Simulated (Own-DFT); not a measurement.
# Same atoms, different arrangement: C36Si36, 72 atoms

Calculated, not measured: single-point runs of Own-DFT, a retired in-house plane-wave DFT program that no person has reviewed, on unrelaxed cells, without spin or spin-orbit coupling.

Common settings: PBE; PseudoDojo norm-conserving scalar-relativistic files; cutoff 42 hartree; 4 x 4 x 3 k mesh centred on Gamma; Fermi-Dirac smearing of 0.1 eV.

Keep in mind: forces on such cells passed a denser k mesh, each cell not checked; stress not checked against mesh or cutoff.

All cells hold the same atoms in the same cell, with vectors in Å (9.248, 0.000, 0.000); (-4.624, 8.009, 0.000); (0.000, 0.000, 10.068). Every atom was moved at random from its ideal site; u is the rms move along one axis. E is the free energy of the cell above the lowest run. The arrangements:

- A: 2H SiC
- B: 4H SiC

| arrangement | u (Å) | E (eV) | P (GPa) |
|---|---|---|---|
| A | 0.0279 | 0.282 | 3.70 |
| A | 0.0305 | 0.719 | 3.83 |
| A | 0.0315 | 0.996 | 3.98 |
| A | 0.0545 | 6.500 | 5.75 |
| A | 0.0546 | 6.220 | 5.71 |
| A | 0.0594 | 6.997 | 5.75 |
| B | 0.0298 | 0.000 | 3.53 |
| B | 0.0310 | 0.439 | 3.73 |
| B | 0.0311 | 0.548 | 3.81 |
| B | 0.0572 | 6.352 | 5.74 |
| B | 0.0580 | 8.087 | 6.63 |
| B | 0.0604 | 7.798 | 6.28 |

Question: what order do the arrangements take when the shaking is discounted?

## Worked answer

Fit E = a + b u², with one b for all and one a for each arrangement, and with residuals divided by u², since the noise grows with the moves. Then b = 2747 eV/Å², the scatter at u = 0.04 Å is 0.27 eV, and against A:

- B: -0.42 ± 0.12 eV (lower)

The cells share one lattice and weren't relaxed, which can shift such small differences either way.
